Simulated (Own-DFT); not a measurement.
# Strain and stress in C40 NbSi2, 36 atoms (Nb12Si24)

Calculated results; nothing here was measured. The program, named Own-DFT, is a retired in-house plane-wave density functional code that no person has reviewed. Each row is one single-point run on a periodic cell that was not relaxed, without spin or spin-orbit coupling.

Settings of every run: PBE; PseudoDojo norm-conserving scalar-relativistic files; cutoff 42 hartree; 4 x 4 x 5 k mesh centred on Gamma; cold (Marzari-Vanderbilt) smearing of 0.2 eV.

Known limits: forces on such cells failed a check on a denser k mesh; stress not checked against mesh or cutoff.

Unstrained cell vectors in Å: (0.000, 8.324, 0.000); (-9.613, 0.000, 0.000); (0.000, 0.000, 6.586). The unstrained cell was taken from the Materials Project. The random moves and any unrelaxed bonds add to the pressure at no strain. Each run strains this cell uniformly, with the atoms carried along. Every atom was also moved at random, by a Gaussian of width 0.05 Å on each axis. Strain is the symmetric tensor, in per cent. Stress is positive in tension, and the pressure is minus a third of its trace.

| run | e_xx (%) | e_yy (%) | e_zz (%) | e_yz (%) | e_xz (%) | e_xy (%) | s_xx (GPa) | s_yy (GPa) | s_zz (GPa) | s_yz (GPa) | s_xz (GPa) | s_xy (GPa) | P (GPa) | E (meV/atom) |
|---|---|---|---|---|---|---|---|---|---|---|---|---|---|---|
| 1 | -1.36 | 1.02 | 0.51 | -0.21 | -1.91 | -1.54 | -6.77 | 1.15 | -1.87 | -0.71 | -5.77 | -4.57 | 2.50 | 11.7 |
| 2 | -0.17 | 1.56 | 0.26 | -1.55 | 0.06 | -0.36 | -1.52 | 2.99 | -0.94 | -4.30 | 0.05 | -1.49 | -0.18 | 0.0 |
| 3 | -0.74 | -1.64 | -0.33 | 1.70 | 0.08 | -0.39 | -6.18 | -9.74 | -7.02 | 6.27 | 0.81 | -1.08 | 7.65 | 9.3 |
| 4 | 0.90 | -1.97 | 1.24 | -0.18 | 1.82 | 0.73 | 0.72 | -8.12 | -0.18 | -0.53 | 4.77 | 2.52 | 2.53 | 19.2 |
| 5 | -1.04 | -1.06 | 1.57 | 1.86 | -0.33 | -0.43 | -4.94 | -6.25 | 1.22 | 5.52 | -0.47 | -1.09 | 3.32 | 9.3 |
| 6 | 0.89 | 1.76 | -0.26 | -0.81 | -0.30 | -0.78 | 1.94 | 4.31 | -2.86 | -2.46 | -0.38 | -1.89 | -1.13 | 1.5 |
| 7 | 0.08 | -0.79 | 0.42 | 0.98 | -1.41 | -0.89 | -2.77 | -4.26 | -2.26 | 3.11 | -4.39 | -2.46 | 3.10 | 4.5 |
| 8 | -1.87 | -0.34 | -0.52 | -1.20 | -1.66 | 1.30 | -11.43 | -5.47 | -8.01 | -3.26 | -5.44 | 4.41 | 8.30 | 28.8 |
| 9 | -1.16 | -1.27 | 1.90 | -0.20 | -0.20 | -0.48 | -6.64 | -5.55 | 2.84 | -0.86 | -0.53 | -1.63 | 3.12 | 5.3 |
| 10 | -0.84 | -0.32 | -0.66 | 1.26 | 1.84 | 0.08 | -6.98 | -4.94 | -8.95 | 3.77 | 6.32 | -0.68 | 6.96 | 34.0 |
| 11 | -1.69 | 0.18 | -1.40 | -1.61 | 1.35 | 1.68 | -11.12 | -4.41 | -12.34 | -4.86 | 5.31 | 5.45 | 9.29 | 44.5 |
| 12 | 1.92 | 0.89 | 0.75 | 0.67 | 1.99 | -0.07 | 5.06 | 2.01 | 0.81 | 1.80 | 5.93 | -0.31 | -2.62 | 21.8 |
| 13 | -0.54 | 0.22 | -0.77 | -1.45 | -1.51 | 0.07 | -4.89 | -2.49 | -7.52 | -4.25 | -4.93 | 0.12 | 4.96 | 8.4 |
| 14 | -0.40 | -1.51 | -0.51 | -0.27 | 1.89 | -1.71 | -6.76 | -9.01 | -7.63 | -0.41 | 6.09 | -5.42 | 7.80 | 27.9 |
| 15 | 0.39 | 1.30 | 0.92 | -1.60 | -0.64 | 0.69 | 0.81 | 3.13 | 1.19 | -4.77 | -1.01 | 1.29 | -1.71 | 4.2 |
| 16 | -0.64 | 1.60 | 0.01 | -1.07 | -1.38 | 1.25 | ? | ? | ? | ? | ? | ? | ? | ? |

E is the free energy for each atom above the lowest run shown.

## Worked fit

Each stress component was fitted by least squares to a constant and the strains of the runs shown, as fractions, with shears doubled. Shear strains stay in the fit of a normal stress only where such slopes are resolved. The slopes, in GPa:

```
stress  at no strain  per e_xx  per e_yy  per e_zz  scatter
  s_xx          -2.8  378 ± 19   75 ± 16  115 ± 21     0.69
  s_yy          -2.6   53 ± 12  368 ± 10   98 ± 14     0.44
  s_zz          -4.2   65 ± 17   89 ± 14  459 ± 19     0.61
```

Each shear stress against twice its own strain: yz 152 ± 5, xz 161 ± 7, xy 155 ± 8 GPa. These are stiffnesses along x, y and z of the frame in which the cell vectors are given, which need not be the crystal's axes. The atoms are held to the strained lattice; where symmetry lets them move under strain, relaxing them would lower some slopes. The table should be nearly symmetric about its diagonal, and what it lacks of that shows the noise. A ninth of its sum, 189 ± 7 GPa, estimates the bulk modulus near the mean pressure of these runs, 3.6 GPa, so it lies above the value at zero pressure.

## Withheld run

Question: what normal stresses and pressure should run 16 give?

The fit gives s_xx = -4.0, s_yy = 2.9, s_zz = -3.1 and P = 1.4 GPa. The calculation gave -3.84, 2.86, -2.43 and P = 1.13 GPa.
